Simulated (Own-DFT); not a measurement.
# How strain changes the stress of hcp Ru, 36 atoms (Ru36)

All numbers below are calculated, not measured. They come from Own-DFT, an in-house plane-wave density functional program, since retired, whose code no person has reviewed. Each row is one single-point run on a periodic cell that was not relaxed, without spin or spin-orbit coupling.

Settings of every run: PBE; PseudoDojo norm-conserving scalar-relativistic files; cutoff 50 hartree; 5 x 5 x 4 k mesh centred on Gamma; cold (Marzari-Vanderbilt) smearing of 0.2 eV.

Known limits: forces on such cells failed a check on a denser k mesh; stress not checked against mesh or cutoff.

Unstrained cell vectors in Å: (8.118, 0.000, 0.000); (-4.059, 7.030, 0.000); (0.000, 0.000, 8.563). The unstrained cell has measured lattice constants (interpolated for alloys), not those of this functional. That, the random moves and any unrelaxed bonds set the pressure at no strain. Each run strains this cell uniformly, with the atoms carried along. Every atom was also moved at random, by a Gaussian of width 0.05 Å on each axis. Strain is the symmetric tensor, in per cent. Stress is positive in tension, and the pressure is minus a third of its trace.

```
run,e_xx (%),e_yy (%),e_zz (%),e_yz (%),e_xz (%),e_xy (%),s_xx (GPa),s_yy (GPa),s_zz (GPa),s_yz (GPa),s_xz (GPa),s_xy (GPa),P (GPa),E (meV/atom)
1,-0.05,-0.03,1.00,-1.53,-1.94,-1.15,-7.69,-6.68,-3.98,-5.13,-7.33,-5.10,6.12,48.4
2,0.04,1.05,-1.05,-0.57,1.83,1.90,-7.00,-4.59,-12.88,-2.76,6.97,6.74,8.15,26.9
3,-1.57,1.87,-0.90,1.25,-0.35,-1.97,-15.40,-2.50,-12.71,5.07,-1.52,-7.04,10.20,27.7
4,-0.70,1.50,1.65,1.15,-0.19,1.06,-5.55,2.29,4.86,3.92,-0.79,4.12,-0.54,5.9
5,-1.97,0.32,-0.44,0.02,-1.39,0.14,-20.70,-10.25,-14.38,0.09,-5.73,0.57,15.11,30.2
6,0.74,-0.19,-1.47,0.64,1.00,-1.24,-6.32,-10.43,-16.61,2.89,3.99,-5.52,11.12,20.0
7,-1.62,0.08,1.73,0.85,0.34,-0.18,-13.34,-6.57,1.74,3.11,1.17,-0.89,6.06,0.0
8,-1.37,0.55,0.61,-0.53,-0.59,1.95,-14.67,-6.14,-5.11,-1.57,-1.98,8.39,8.64,24.2
9,1.00,1.16,-1.85,-1.75,0.93,-1.67,-4.36,-3.32,-17.03,-6.13,3.62,-6.63,8.24,41.5
10,1.54,1.10,1.77,-1.92,0.30,-0.43,6.29,4.07,6.89,-6.52,1.49,-1.46,-5.75,15.1
11,-1.95,1.67,0.03,-1.11,0.90,-1.30,-18.15,-2.80,-9.26,-3.75,3.63,-5.22,10.07,55.9
12,0.65,0.58,0.24,-1.22,0.60,0.37,-2.56,-1.80,-3.42,-4.36,2.67,2.34,2.59,2.1
13,-0.35,-1.93,0.13,-1.01,1.17,0.22,-13.60,-20.51,-11.79,-4.32,4.76,1.40,15.30,32.9
14,-1.98,1.79,1.50,-1.82,0.21,0.37,-13.54,1.63,1.78,-6.23,0.86,1.46,3.38,15.8
15,0.93,-0.88,0.84,1.40,-1.89,1.45,-3.37,-10.73,-3.44,5.47,-6.60,6.79,5.84,39.7
16,-1.35,-0.05,1.40,1.04,0.40,0.34,?,?,?,?,?,?,?,?
```

E is the free energy for each atom above the lowest run shown.

## Worked fit

Each stress component was fitted by least squares to a constant and the strains of the runs shown, as fractions, with shears doubled. Shear strains stay in the fit of a normal stress only where such slopes are resolved. The slopes, in GPa:

| stress | at no strain | per e_xx | per e_yy | per e_zz | scatter |
|---|---|---|---|---|---|
| s_xx | -8.3 | 599 ± 20 | 191 ± 23 | 196 ± 20 | 0.86 |
| s_yy | -8.3 | 180 ± 16 | 581 ± 19 | 197 ± 16 | 0.70 |
| s_zz | -8.4 | 152 ± 23 | 192 ± 27 | 650 ± 23 | 1.00 |

Each shear stress against twice its own strain: yz 182 ± 4, xz 192 ± 3, xy 201 ± 8 GPa. These are stiffnesses along x, y and z of the frame in which the cell vectors are given, which need not be the crystal's axes. The atoms are held to the strained lattice; where symmetry lets them move under strain, relaxing them would lower some slopes. The table should be nearly symmetric about its diagonal, and what it lacks of that shows the noise. A ninth of its sum, 327 ± 12 GPa, estimates the bulk modulus near the mean pressure of these runs, 7.0 GPa, so it lies above the value at zero pressure.

## Withheld run

Question: what normal stresses and pressure should run 16 give?

The fit gives s_xx = -13.7, s_yy = -8.3, s_zz = -1.5 and P = 7.8 GPa. The calculation gave -14.41, -8.40, -1.52 and P = 8.11 GPa.
